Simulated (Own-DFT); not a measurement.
# Computed records: GaP (zincblende, atoms displaced)

Computed with Own-DFT development build. A calculation, not a measurement: plane-wave PBE density functional theory by an unreviewed code, no spin, of a simulated periodic cell, stress positive in tension, free energy of the whole cell less one offset for each atom, forces on such cells passed a denser k mesh, this cell's mesh not checked; offsets are fitted by least squares, one for each functional and potential file, so energies compare only between cells with the same atoms and settings and are not formation energies; the far tail of each file's local potential was reset to the Coulomb form; each entry is a single point on an unrelaxed cell, so the pressure reflects the starting lattice, mostly measured values (interpolated for alloys), from which strain is counted, and rises with the displacements; printed positions are rounded, which can move forces by about a meV/angstrom; the program, named Own-DFT, is a retired in-house code; no spin-orbit coupling.

Common to all runs: functional PBE; potential files PseudoDojo norm-conserving, scalar-relativistic, standard set; wave cutoff 42 hartree; occupations Fermi-Dirac; smearing width 0.1 eV; k mesh 3 x 3 x 3 centred on Gamma.

(1) GaP (zincblende, atoms displaced)

```
GaP
1.0
     10.9010     0.0000     0.0000
      0.0000    10.9010     0.0000
      0.0000     0.0000    10.9010
Ga P Ga P Ga P Ga P Ga P Ga P Ga P Ga P
4 4 4 4 4 4 4 4 4 4 4 4 4 4 4 4
Direct
  0.00094 0.00040 0.01970
  0.99939 0.26432 0.25499
  0.24386 0.00325 0.24193
  0.26410 0.26954 0.99007
  0.12448 0.14793 0.13391
  0.13872 0.38599 0.38253
  0.36532 0.10484 0.39868
  0.35998 0.36760 0.12280
  0.98502 0.00494 0.49778
  0.00169 0.22887 0.77728
  0.23300 0.01772 0.73413
  0.21104 0.25267 0.49446
  0.10955 0.13000 0.60195
  0.12314 0.37890 0.87684
  0.39640 0.11594 0.86625
  0.37790 0.35726 0.61490
  0.99006 0.47360 0.99344
  0.01412 0.77065 0.23721
  0.23511 0.50196 0.25769
  0.23826 0.74079 0.97276
  0.13567 0.62078 0.11093
  0.14984 0.88150 0.36160
  0.39405 0.63566 0.38144
  0.38701 0.85147 0.12399
  0.99956 0.49612 0.48293
  0.00346 0.75184 0.76644
  0.25321 0.49956 0.75665
  0.24562 0.76317 0.50583
  0.11026 0.59885 0.61555
  0.10153 0.88279 0.88869
  0.39059 0.62073 0.89430
  0.35717 0.86141 0.62945
  0.49762 0.01352 0.98142
  0.49312 0.25802 0.24885
  0.76410 0.98891 0.23548
  0.75093 0.24963 0.02346
  0.62616 0.13650 0.15577
  0.60482 0.36330 0.37175
  0.86279 0.12960 0.36342
  0.88035 0.37696 0.12117
  0.48294 0.04002 0.50931
  0.50206 0.24202 0.75254
  0.76946 0.00304 0.75540
  0.73848 0.25292 0.49273
  0.63491 0.12813 0.61184
  0.62935 0.39882 0.86287
  0.87782 0.12667 0.86248
  0.85766 0.36455 0.61521
  0.49140 0.50471 0.99745
  0.49596 0.77190 0.22233
  0.73775 0.50487 0.24010
  0.76468 0.74686 0.99899
  0.61929 0.60739 0.10738
  0.62357 0.87795 0.36986
  0.87169 0.63655 0.38275
  0.88021 0.88079 0.11393
  0.49652 0.48701 0.47497
  0.49522 0.73965 0.73743
  0.74959 0.50199 0.75433
  0.77798 0.75791 0.51187
  0.61044 0.63639 0.62566
  0.62995 0.88390 0.88502
  0.84453 0.60822 0.87925
  0.84997 0.87410 0.63097
```

```
free energy of cell above offsets : -10.626 eV
pressure                          : 8.24 GPa
stress xx                         : -8.06 GPa
stress yy                         : -7.77 GPa
stress zz                         : -8.89 GPa
stress yz                         : 0.76 GPa
stress xz                         : -2.1 GPa
stress xy                         : 0.33 GPa
```

Force:
| element | x (eV/Å) | y (eV/Å) | z (eV/Å) |
| --- | --- | --- | --- |
| Ga | 0.751 | 3.17 | -0.917 |
| Ga | -0.179 | -0.177 | 0.893 |
| Ga | 2.42 | 0.997 | -1.27 |
| Ga | -1.538 | -3.041 | -1.643 |
| P | 0.774 | -1.23 | -1.418 |
| P | -2.991 | 0.189 | -2.092 |
| P | -5.999 | 4.897 | -6.739 |
| P | 2.208 | 2.485 | 2.266 |
| Ga | -0.573 | -1.294 | -1.03 |
| Ga | 3.342 | 3.849 | -4.333 |
| Ga | 0.931 | -1.476 | 0.696 |
| Ga | 5.074 | -0.916 | 0.966 |
| P | -1.404 | -0.888 | 3.516 |
| P | 0.637 | -1.261 | -1.326 |
| P | -5.387 | 2.499 | -1.896 |
| P | -1.21 | 0.687 | 0.564 |
| Ga | 0.625 | 3.543 | -0.409 |
| Ga | 0.146 | -1.65 | 0.658 |
| Ga | 2.961 | 2.081 | -1.339 |
| Ga | 1.03 | 0.775 | 1.253 |
| P | -2.188 | -0.286 | 0.517 |
| P | -3.371 | -1.039 | 1.874 |
| P | -2.109 | 0.521 | -1.515 |
| P | -9.102 | 7.67 | -8.276 |
| Ga | -2.551 | -0.499 | 0.705 |
| Ga | -1.82 | -1.87 | -1.699 |
| Ga | 0.881 | -0.114 | -1.27 |
| Ga | -0.929 | -3.189 | -1.533 |
| P | 1.746 | 3.101 | 2.147 |
| P | 2.588 | 0.381 | -1.406 |
| P | -3.471 | 2.864 | -4.622 |
| P | 1.58 | 2.975 | 1.896 |
| Ga | 2.863 | -3.079 | 4.981 |
| Ga | -2.32 | -1.322 | 0.019 |
| Ga | -2.253 | 0.614 | 2.063 |
| Ga | -1.1 | 0.005 | -1.852 |
| P | 0.204 | -1.638 | -2.735 |
| P | 3.364 | 0.87 | -0.764 |
| P | 1.062 | 0.09 | 0.34 |
| P | -1.245 | -0.433 | 2.523 |
| Ga | 5.418 | -5.335 | 4.31 |
| Ga | 1.901 | 1.872 | -1.456 |
| Ga | -3.551 | -0.099 | -0.179 |
| Ga | 0.277 | 0.008 | -1.068 |
| P | -0.417 | -0.86 | 2.722 |
| P | -2.592 | -4.011 | 2.596 |
| P | -2.558 | -1.84 | 5.523 |
| P | 1.934 | 1.221 | 1.057 |
| Ga | 1.547 | -4.454 | 1.674 |
| Ga | 8.481 | -6.706 | 8.096 |
| Ga | 0.517 | -0.467 | 1.323 |
| Ga | -2.263 | 0.524 | 0.43 |
| P | 1.02 | 3.132 | 1.67 |
| P | 0.565 | 0.231 | 0.166 |
| P | 1.032 | -1.086 | -2.558 |
| P | -0.677 | -2.15 | 0.794 |
| Ga | -0.931 | 1.63 | 3.099 |
| Ga | -1.21 | 1.962 | 2.676 |
| Ga | -0.792 | -0.086 | -5.122 |
| Ga | -5.272 | -2.857 | -3.165 |
| P | 3.121 | -2.695 | -2.521 |
| P | 0.508 | -0.761 | -1.233 |
| P | 5.07 | 1.674 | 1.048 |
| P | 5.429 | 2.293 | 2.32 |

(2) GaP (zincblende, atoms displaced)

```
GaP
1.0
     10.9010     0.0000     0.0000
      0.0000    10.9010     0.0000
      0.0000     0.0000    10.9010
Ga P Ga P Ga P Ga P Ga P Ga P Ga P Ga P
4 4 4 4 4 4 4 4 4 4 4 4 4 4 4 4
Direct
  0.00450 0.01316 0.98169
  0.00216 0.26425 0.26590
  0.25390 0.00105 0.25268
  0.25141 0.25977 0.97482
  0.11024 0.13269 0.12460
  0.12643 0.35897 0.38426
  0.36436 0.12276 0.36629
  0.37708 0.38565 0.10873
  0.00518 0.98619 0.48835
  0.01339 0.22854 0.76127
  0.23151 0.99239 0.75392
  0.25410 0.26767 0.47335
  0.14845 0.11170 0.60302
  0.13377 0.35767 0.87840
  0.37043 0.13096 0.87398
  0.37933 0.35637 0.62163
  0.01893 0.50051 0.99366
  0.99519 0.73395 0.25496
  0.25061 0.50481 0.25802
  0.23701 0.75789 0.99823
  0.14632 0.60538 0.14178
  0.12849 0.87513 0.39281
  0.35408 0.63518 0.38724
  0.38564 0.89263 0.13177
  0.00876 0.50829 0.49196
  0.00850 0.74269 0.74991
  0.24279 0.50971 0.74234
  0.23847 0.77218 0.47509
  0.12631 0.61948 0.62082
  0.13673 0.89135 0.88463
  0.39302 0.62284 0.87209
  0.36101 0.86907 0.62601
  0.50425 0.98886 0.00892
  0.49131 0.26408 0.24753
  0.76850 0.99576 0.26064
  0.73550 0.24266 0.99054
  0.63786 0.13213 0.14998
  0.62884 0.38018 0.36991
  0.89670 0.11465 0.35726
  0.86122 0.37667 0.12551
  0.52419 0.98030 0.50159
  0.52361 0.24192 0.75043
  0.76196 0.99803 0.76698
  0.74109 0.25551 0.48901
  0.62800 0.10943 0.61089
  0.62404 0.38358 0.87668
  0.87755 0.12275 0.89528
  0.87539 0.39371 0.64917
  0.51479 0.48419 0.02547
  0.50829 0.74016 0.26098
  0.76456 0.51113 0.26245
  0.74582 0.73519 0.00773
  0.61066 0.65299 0.12540
  0.63457 0.88671 0.37573
  0.88859 0.62552 0.34533
  0.89832 0.90319 0.15092
  0.51345 0.50317 0.50546
  0.49926 0.75616 0.73369
  0.75627 0.49589 0.73738
  0.75843 0.73665 0.51349
  0.64256 0.64640 0.63713
  0.62172 0.86702 0.86065
  0.88481 0.62094 0.87985
  0.88104 0.87324 0.66729
```

```
free energy of cell above offsets : -12.318 eV
pressure                          : 7.74 GPa
stress xx                         : -9.07 GPa
stress yy                         : -7.57 GPa
stress zz                         : -6.59 GPa
stress yz                         : 0.91 GPa
stress xz                         : 0.21 GPa
stress xy                         : 2.47 GPa
```

Force:
| element | x (eV/Å) | y (eV/Å) | z (eV/Å) |
| --- | --- | --- | --- |
| Ga | 1.494 | -1.778 | 3.651 |
| Ga | -1.404 | -0.794 | -3.304 |
| Ga | -1.805 | 0.075 | -1.409 |
| Ga | 2.994 | -3.178 | 4.865 |
| P | 1.886 | 0.448 | -0.042 |
| P | -2.758 | 5.386 | -2.103 |
| P | 2.339 | 1.074 | 1.215 |
| P | -2.84 | -2.094 | 2.768 |
| Ga | -2.062 | 2.064 | 3.124 |
| Ga | -0.257 | 0.208 | -1.577 |
| Ga | 3.231 | 2.214 | -2.056 |
| Ga | 4.397 | -3.954 | 3.966 |
| P | -1.831 | 1.074 | 0.768 |
| P | -3.637 | 4.669 | -3.598 |
| P | 1.786 | -1.688 | -0.68 |
| P | 0.336 | 1.786 | 0.194 |
| Ga | -0.854 | -0.896 | 1.193 |
| Ga | 5.351 | 5.492 | -4.226 |
| Ga | 2.631 | -3.163 | 2.179 |
| Ga | 2.845 | -1.305 | 1.431 |
| P | -3.837 | 3.9 | -3.963 |
| P | -4.601 | 3.102 | -7.568 |
| P | 3.146 | -1.469 | -0.655 |
| P | -1.771 | -3.137 | 1.135 |
| Ga | -1.098 | -0.972 | 0.363 |
| Ga | 0.781 | -0.302 | 1.338 |
| Ga | 2.209 | -1.859 | 1.25 |
| Ga | 5.281 | -5.226 | 6.479 |
| P | -0.068 | 2.046 | -0.928 |
| P | -2.719 | -2.637 | 0.429 |
| P | -1.325 | -0.026 | 0.258 |
| P | 0.864 | 0.658 | -0.805 |
| Ga | 1.369 | 2.206 | -1.584 |
| Ga | -0.117 | -1.049 | -0.178 |
| Ga | -2.466 | 1.18 | -0.131 |
| Ga | 0.278 | 0.638 | 1.731 |
| P | -0.883 | -0.641 | -1.592 |
| P | -0.631 | 1.177 | -0.299 |
| P | -0.838 | 1.357 | 3.068 |
| P | 1.355 | 0.236 | -0.243 |
| Ga | -4.361 | 0.901 | 1.042 |
| Ga | -1.712 | -0.431 | -0.313 |
| Ga | -1.642 | 1.055 | -0.043 |
| Ga | 1.884 | -1.108 | 1.118 |
| P | 1.909 | 1.802 | 2.095 |
| P | 0.777 | -0.317 | -0.762 |
| P | -2.24 | 1.953 | -2.875 |
| P | 4.317 | -4.946 | -4.813 |
| Ga | 1.561 | 3.231 | -2.175 |
| Ga | -2.633 | 2.642 | 2.002 |
| Ga | -3.296 | -2.439 | -2.973 |
| Ga | 2.045 | 2.266 | -1.45 |
| P | 1.355 | -4.079 | -0.382 |
| P | 1.443 | -3.5 | -0.998 |
| P | -2.507 | -2.028 | 7.699 |
| P | 1.181 | -3.386 | -3.192 |
| Ga | -1.011 | 0.153 | 0.757 |
| Ga | -1.278 | -0.25 | 0.973 |
| Ga | -3.593 | 3.585 | 4.058 |
| Ga | 2.207 | 2.726 | -2.334 |
| P | -1.919 | -3.32 | 0.164 |
| P | 0.536 | 0.8 | 2.088 |
| P | -0.356 | 0.061 | 0.207 |
| P | 0.565 | -0.192 | -4.36 |

(3) GaP (zincblende, atoms displaced)

```
GaP
1.0
     10.9010     0.0000     0.0000
      0.0000    10.9010     0.0000
      0.0000     0.0000    10.9010
Ga P Ga P Ga P Ga P Ga P Ga P Ga P Ga P
4 4 4 4 4 4 4 4 4 4 4 4 4 4 4 4
Direct
  0.03040 0.99208 0.00340
  0.00275 0.25252 0.25370
  0.26448 0.01841 0.24963
  0.24731 0.26470 0.97680
  0.13679 0.13773 0.13064
  0.14290 0.37425 0.37430
  0.35383 0.12915 0.36552
  0.37386 0.41589 0.10702
  0.00162 0.00286 0.52103
  0.98760 0.25411 0.73663
  0.25882 0.98874 0.75225
  0.24403 0.25556 0.50184
  0.12255 0.13269 0.60543
  0.11891 0.36238 0.87144
  0.38200 0.11463 0.88514
  0.35865 0.35722 0.64767
  0.00827 0.47815 0.97780
  0.98805 0.74964 0.27304
  0.25160 0.50627 0.25660
  0.26729 0.75559 0.00134
  0.10646 0.62125 0.10780
  0.10552 0.88041 0.39018
  0.38726 0.61986 0.37159
  0.36542 0.88311 0.11580
  0.98529 0.50416 0.50273
  0.99535 0.76925 0.74829
  0.23089 0.51047 0.76144
  0.26591 0.72475 0.50951
  0.11726 0.59604 0.63424
  0.12619 0.89190 0.86577
  0.39521 0.61843 0.86919
  0.35373 0.86740 0.63393
  0.52345 0.99647 0.00634
  0.49649 0.23410 0.24390
  0.75585 0.98980 0.24320
  0.73716 0.25848 0.00309
  0.62155 0.14349 0.14795
  0.64478 0.37695 0.38243
  0.87610 0.16206 0.36874
  0.87818 0.35400 0.11214
  0.52027 0.01606 0.51859
  0.51035 0.26592 0.73224
  0.75709 0.00369 0.72765
  0.75190 0.23835 0.50440
  0.64565 0.13310 0.65735
  0.61942 0.36576 0.88020
  0.86424 0.09719 0.88888
  0.85999 0.37209 0.64061
  0.47507 0.50313 0.99129
  0.50512 0.75186 0.24859
  0.75750 0.50617 0.25137
  0.75222 0.75516 0.02256
  0.62104 0.62033 0.12223
  0.62603 0.85759 0.37545
  0.89107 0.63175 0.37669
  0.88153 0.88632 0.09515
  0.51563 0.49872 0.50468
  0.50652 0.73096 0.76439
  0.74652 0.49924 0.74240
  0.71522 0.74867 0.48109
  0.61315 0.63793 0.61700
  0.62319 0.88010 0.86558
  0.87259 0.63715 0.88553
  0.86522 0.89044 0.61979
```

```
free energy of cell above offsets : -12.562 eV
pressure                          : 7.78 GPa
stress xx                         : -7.88 GPa
stress yy                         : -7.5 GPa
stress zz                         : -7.96 GPa
stress yz                         : 0.76 GPa
stress xz                         : 0.54 GPa
stress xy                         : 0.68 GPa
```

Force:
| element | x (eV/Å) | y (eV/Å) | z (eV/Å) |
| --- | --- | --- | --- |
| Ga | -0.916 | 2.66 | 0.887 |
| Ga | 1.905 | 1.221 | -1.403 |
| Ga | -3.537 | -4.061 | -2.512 |
| Ga | 2.617 | -1.973 | 2.623 |
| P | -0.37 | -0.157 | -0.949 |
| P | -2.455 | 1.194 | -0.311 |
| P | 4.441 | 2.679 | 4.183 |
| P | -4.183 | -6.258 | 5.21 |
| Ga | -1.104 | 0.373 | -2.364 |
| Ga | 1.069 | -2.343 | 1.566 |
| Ga | -0.443 | 3.347 | 0.44 |
| Ga | 1.161 | -0.219 | -0.144 |
| P | 0.437 | 0.137 | 3.297 |
| P | -0.143 | 0.063 | -3.318 |
| P | 0.154 | 0.989 | -1.022 |
| P | -0.245 | 2.394 | -1.807 |
| Ga | -2.765 | 2.376 | 2.322 |
| Ga | 2.901 | 3.393 | -4.467 |
| Ga | -0.677 | 0.876 | -1.456 |
| Ga | -2.313 | -1.788 | -1.442 |
| P | 1.425 | 0.726 | 1.414 |
| P | 2.346 | -0.658 | -0.977 |
| P | 0 | 0.038 | 0.482 |
| P | 2.464 | 0.693 | 2.054 |
| Ga | 0.836 | -2.252 | 0.367 |
| Ga | -0.328 | -1.253 | 0.256 |
| Ga | 2.606 | -2.074 | 1.839 |
| Ga | -1.854 | 0.485 | -0.343 |
| P | -1.139 | 3.969 | -1.811 |
| P | 0.805 | -2.913 | -0.17 |
| P | -5.234 | 1.229 | -0.859 |
| P | 3.523 | -1.088 | -1.366 |
| Ga | -1.197 | 0.89 | 0.398 |
| Ga | -3.775 | 4.424 | 3.013 |
| Ga | 0.513 | 1.147 | 0.418 |
| Ga | 0.748 | -2.336 | -0.141 |
| P | 3.746 | -4.256 | -3.826 |
| P | -1.657 | -0.423 | -0.284 |
| P | -0.75 | -4.651 | 1.065 |
| P | 0.67 | 2.609 | 0.889 |
| Ga | -1.579 | -0.936 | -0.567 |
| Ga | -0.399 | -1.447 | 2.513 |
| Ga | 0.9 | -1.919 | 5.111 |
| Ga | -0.476 | 1.275 | 0.73 |
| P | -2.954 | 2.246 | -3.884 |
| P | -0.666 | 2.397 | -0.92 |
| P | 0.713 | 1.972 | -0.377 |
| P | 0.502 | 0.51 | -2.938 |
| Ga | 7.045 | 0.477 | -1.64 |
| Ga | -1.489 | -0.355 | -1.248 |
| Ga | 0.59 | -0.689 | -0.7 |
| Ga | -1.347 | -0.934 | -2.1 |
| P | 0.2 | 0.174 | 0.247 |
| P | -3.195 | 7.016 | -4.179 |
| P | -4.822 | -2.482 | 2.074 |
| P | 0.124 | -0.049 | 3.7 |
| Ga | -1.614 | -1.37 | -0.624 |
| Ga | 0.688 | 3.807 | -1.769 |
| Ga | -1.022 | 1.973 | 2.157 |
| Ga | 6.215 | -3.932 | 4.335 |
| P | 1.289 | -1.326 | 1.342 |
| P | 1.155 | -0.955 | 0.183 |
| P | 0.203 | -1.082 | -1.319 |
| P | 0.656 | -3.581 | -1.877 |

(4) GaP (zincblende, atoms displaced)

```
GaP
1.0
     10.9010     0.0000     0.0000
      0.0000    10.9010     0.0000
      0.0000     0.0000    10.9010
Ga P Ga P Ga P Ga P Ga P Ga P Ga P Ga P
4 4 4 4 4 4 4 4 4 4 4 4 4 4 4 4
Direct
  0.97393 0.01031 0.00873
  0.99898 0.22377 0.24330
  0.23166 0.96909 0.24387
  0.24145 0.23775 0.00747
  0.11781 0.12078 0.13227
  0.12479 0.37657 0.36016
  0.36272 0.10677 0.37098
  0.38825 0.33613 0.13302
  0.00184 0.97778 0.48085
  0.02146 0.25332 0.73040
  0.25613 0.00660 0.77567
  0.22994 0.22952 0.49497
  0.13504 0.13513 0.61971
  0.10461 0.37066 0.87671
  0.37701 0.13903 0.87615
  0.36284 0.36257 0.62611
  0.99889 0.48226 0.00738
  0.99682 0.74639 0.24117
  0.25622 0.50034 0.23936
  0.24579 0.74547 0.98588
  0.11296 0.62351 0.13689
  0.12010 0.89732 0.37650
  0.39062 0.63256 0.36898
  0.35961 0.86421 0.16169
  0.01325 0.48423 0.47595
  0.99879 0.73744 0.73358
  0.22981 0.46887 0.74653
  0.25966 0.75165 0.48450
  0.11159 0.60627 0.65455
  0.14381 0.87672 0.87064
  0.38796 0.60797 0.89038
  0.37353 0.85604 0.61113
  0.49893 0.97266 0.99776
  0.50502 0.26293 0.26272
  0.72908 0.02115 0.24543
  0.75167 0.24423 0.00852
  0.61053 0.12138 0.13028
  0.62546 0.35322 0.36416
  0.86356 0.13408 0.36729
  0.88776 0.37803 0.14164
  0.51691 0.98974 0.51018
  0.50764 0.24292 0.76644
  0.74259 0.98796 0.73021
  0.73424 0.24307 0.52190
  0.60288 0.15332 0.60086
  0.60505 0.35489 0.88939
  0.87406 0.11897 0.85853
  0.86513 0.37186 0.62313
  0.51499 0.50024 0.00614
  0.50105 0.72042 0.26387
  0.77739 0.46908 0.26582
  0.73747 0.74556 0.99032
  0.61528 0.60790 0.11869
  0.61397 0.86372 0.35861
  0.89193 0.61573 0.36687
  0.88844 0.89628 0.12472
  0.50265 0.51794 0.49886
  0.50904 0.73078 0.77876
  0.76692 0.51246 0.73286
  0.77003 0.75857 0.47872
  0.63912 0.63278 0.63543
  0.62171 0.88591 0.86384
  0.89213 0.62314 0.88178
  0.88951 0.89229 0.61648
```

```
free energy of cell above offsets : -10.524 eV
pressure                          : 8.43 GPa
stress xx                         : -9.2 GPa
stress yy                         : -7.31 GPa
stress zz                         : -8.77 GPa
stress yz                         : -0.05 GPa
stress xz                         : 4.03 GPa
stress xy                         : -0.62 GPa
```

Force:
| element | x (eV/Å) | y (eV/Å) | z (eV/Å) |
| --- | --- | --- | --- |
| Ga | 3.445 | 2.192 | -3.652 |
| Ga | -0.721 | 2.855 | 1.568 |
| Ga | -0.013 | 5.485 | -0.328 |
| Ga | 0.015 | 0.773 | -0.243 |
| P | 1.548 | -2.095 | -2.047 |
| P | 1.666 | -2.465 | -0.841 |
| P | 0.825 | 0.453 | 0.261 |
| P | -2.974 | 4.232 | -2.641 |
| Ga | -3.675 | 6.171 | 2.999 |
| Ga | -2.954 | -0.058 | 0.717 |
| Ga | 0.886 | 0.372 | -3.035 |
| Ga | 3.819 | 3.274 | -3.811 |
| P | -2.334 | -5.013 | 2.709 |
| P | 1.774 | -1.273 | 1.247 |
| P | -0.363 | -2.332 | 1.512 |
| P | 1.154 | 0.241 | -0.765 |
| Ga | -0.053 | 2.017 | 0.371 |
| Ga | -0.525 | 2.094 | 0.758 |
| Ga | 0.836 | -0.801 | 0.109 |
| Ga | 0.971 | -0.854 | 2.068 |
| P | 2.151 | -0.885 | -2.661 |
| P | 2.303 | -6.948 | -1.564 |
| P | -6.111 | -4.775 | 3.755 |
| P | 3.854 | -3.23 | -4.735 |
| Ga | -1.425 | 1.275 | 3.296 |
| Ga | -1.086 | 3.129 | 2.154 |
| Ga | 1.989 | 0.863 | 0.758 |
| Ga | -1.819 | -0.467 | 0.253 |
| P | 1.927 | -1.069 | -4.672 |
| P | -3.468 | -0.619 | 0.432 |
| P | -2.48 | -0.023 | -0.892 |
| P | 1.64 | 1.621 | 3.099 |
| Ga | -1.845 | 2.14 | 2.068 |
| Ga | -2.626 | -5.471 | -0.646 |
| Ga | 1.932 | -2.499 | 1.234 |
| Ga | -0.054 | -0.117 | -0.316 |
| P | -1.048 | 1.041 | -2.223 |
| P | 3.607 | 4.433 | 4.357 |
| P | -0.264 | -1.293 | 2.092 |
| P | 0.503 | -3.353 | -2.944 |
| Ga | -2.237 | -0.872 | -1.404 |
| Ga | -1.43 | 0.378 | -2.727 |
| Ga | 0.192 | 2.306 | 0.007 |
| Ga | 5.554 | 3.412 | -4.207 |
| P | -3.756 | -4.97 | 4.448 |
| P | 3.617 | 2.231 | 0.535 |
| P | -0.332 | 0.833 | -0.024 |
| P | 1.797 | -0.352 | -0.973 |
| Ga | -2.963 | -3.791 | -1.408 |
| Ga | 4.06 | 4.053 | -5.63 |
| Ga | -3.21 | 2.275 | 1.258 |
| Ga | 1.137 | 0.217 | 0.694 |
| P | 3.981 | 2.887 | 3.483 |
| P | 2.239 | 1.248 | 1.063 |
| P | -1.189 | 0.86 | 0.748 |
| P | -4.199 | -4.261 | 3.034 |
| Ga | 0.49 | -1.981 | 1.346 |
| Ga | -0.77 | 0.537 | -2.074 |
| Ga | -0.004 | -0.756 | 2.28 |
| Ga | -0.83 | -0.18 | 0.64 |
| P | -0.777 | 0.867 | -1.731 |
| P | 0.652 | -1.587 | 0.07 |
| P | -1.677 | 0.327 | -0.172 |
| P | -1.356 | -2.704 | 0.942 |
